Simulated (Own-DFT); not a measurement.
# Response to strain: fcc Cu, 16 atoms (Cu16)

All numbers below are calculated, not measured. They come from Own-DFT, an in-house plane-wave density functional program, since retired, whose code no person has reviewed. Each row is one single-point run on a periodic cell that was not relaxed, without spin or spin-orbit coupling.

Settings of every run: PBE; PseudoDojo norm-conserving scalar-relativistic files; cutoff 50 hartree; 7 x 7 x 5 k mesh centred on Gamma; cold (Marzari-Vanderbilt) smearing of 0.2 eV.

Known limits: forces on such cells failed a check on a denser k mesh; stress not checked against mesh or cutoff.

Unstrained cell vectors in Å: (3.615, 3.615, 0.000); (-3.615, 3.615, 0.000); (0.000, 0.000, 7.230). The unstrained cell has measured lattice constants (interpolated for alloys), not those of this functional. That, the random moves and any unrelaxed bonds set the pressure at no strain. Each run strains this cell uniformly, with the atoms carried along. Every atom was also moved at random, by a Gaussian of width 0.05 Å on each axis. Strain is the symmetric tensor, in per cent. Stress is positive in tension, and the pressure is minus a third of its trace.

```
run,e_xx (%),e_yy (%),e_zz (%),e_yz (%),e_xz (%),e_xy (%),s_xx (GPa),s_yy (GPa),s_zz (GPa),s_yz (GPa),s_xz (GPa),s_xy (GPa),P (GPa),E (meV/atom)
1,-0.41,0.39,-1.75,-0.16,1.87,0.11,-5.86,-4.81,-6.09,-0.36,3.65,-0.01,5.59,17.2
2,-0.54,1.08,-1.23,0.71,1.32,-1.86,-4.96,-3.28,-4.50,0.98,2.59,-3.24,4.25,22.2
3,1.45,1.43,-1.27,0.64,0.29,0.12,0.07,-0.04,-0.38,1.15,0.40,0.28,0.12,5.1
4,-0.54,1.57,0.18,-0.29,-0.24,-1.40,-1.21,0.41,-0.28,-0.42,-0.36,-2.26,0.36,0.0
5,-0.31,0.65,-1.41,0.27,-0.41,-1.68,-6.04,-5.13,-5.55,0.32,-0.96,-3.02,5.57,37.0
6,0.04,-1.46,-0.79,1.60,-0.33,1.18,-6.75,-8.68,-7.27,3.07,-0.57,2.23,7.57,42.7
7,0.46,1.74,-0.09,0.11,1.52,0.88,-1.31,0.49,-0.36,0.19,2.85,1.92,0.39,24.6
8,-0.50,1.97,1.72,0.95,1.97,1.64,0.39,2.31,1.82,1.34,3.41,2.22,-1.50,18.3
9,0.75,1.05,-1.43,-1.03,1.01,1.45,-2.21,-1.94,-2.75,-1.77,1.93,2.27,2.30,13.7
10,-0.46,-0.82,-1.66,1.64,-0.65,-1.10,-8.03,-8.98,-8.56,3.34,-1.51,-2.12,8.52,39.9
11,-0.82,-0.04,-1.20,-1.92,1.89,1.92,-6.97,-6.30,-7.41,-3.61,3.87,2.81,6.89,34.3
12,-1.41,0.28,1.56,0.16,0.02,1.32,-3.29,-1.93,-1.05,0.10,-0.26,2.34,2.09,11.9
13,1.74,-1.85,1.75,0.39,-1.80,1.64,-0.46,-2.18,-0.47,0.39,-2.38,2.61,1.03,24.9
14,-1.31,0.71,0.89,-0.59,-1.89,0.58,-3.63,-1.90,-2.33,-1.10,-3.82,1.12,2.62,19.3
15,-0.03,-1.08,1.73,-1.62,-1.34,-1.68,?,?,?,?,?,?,?,?
```

E is the free energy for each atom above the lowest run shown.

## Worked fit

Each stress component was fitted by least squares to a constant and the strains of the runs shown, as fractions, with shears doubled. Shear strains stay in the fit of a normal stress only where such slopes are resolved. The slopes, in GPa:

| stress | at no strain | per e_xx | per e_yy | per e_zz | scatter |
|---|---|---|---|---|---|
| s_xx | -3.5 | 191 ± 18 | 143 ± 14 | 141 ± 12 | 0.59 |
| s_yy | -3.4 | 133 ± 19 | 230 ± 15 | 154 ± 13 | 0.63 |
| s_zz | -3.2 | 151 ± 18 | 171 ± 14 | 188 ± 12 | 0.59 |

Each shear stress against twice its own strain: yz 94 ± 3, xz 103 ± 2, xy 87 ± 6 GPa. These are stiffnesses along x, y and z of the frame in which the cell vectors are given, which need not be the crystal's axes. The atoms are held to the strained lattice; where symmetry lets them move under strain, relaxing them would lower some slopes. The table should be nearly symmetric about its diagonal, and what it lacks of that shows the noise. A ninth of its sum, 167 ± 8 GPa, estimates the bulk modulus near the mean pressure of these runs, 3.3 GPa, so it lies above the value at zero pressure.

## Withheld run

Question: what normal stresses and pressure should run 15 give?

The fit gives s_xx = -2.7, s_yy = -3.3, s_zz = -1.8 and P = 2.6 GPa. The calculation gave -2.46, -3.00, -1.64 and P = 2.36 GPa.
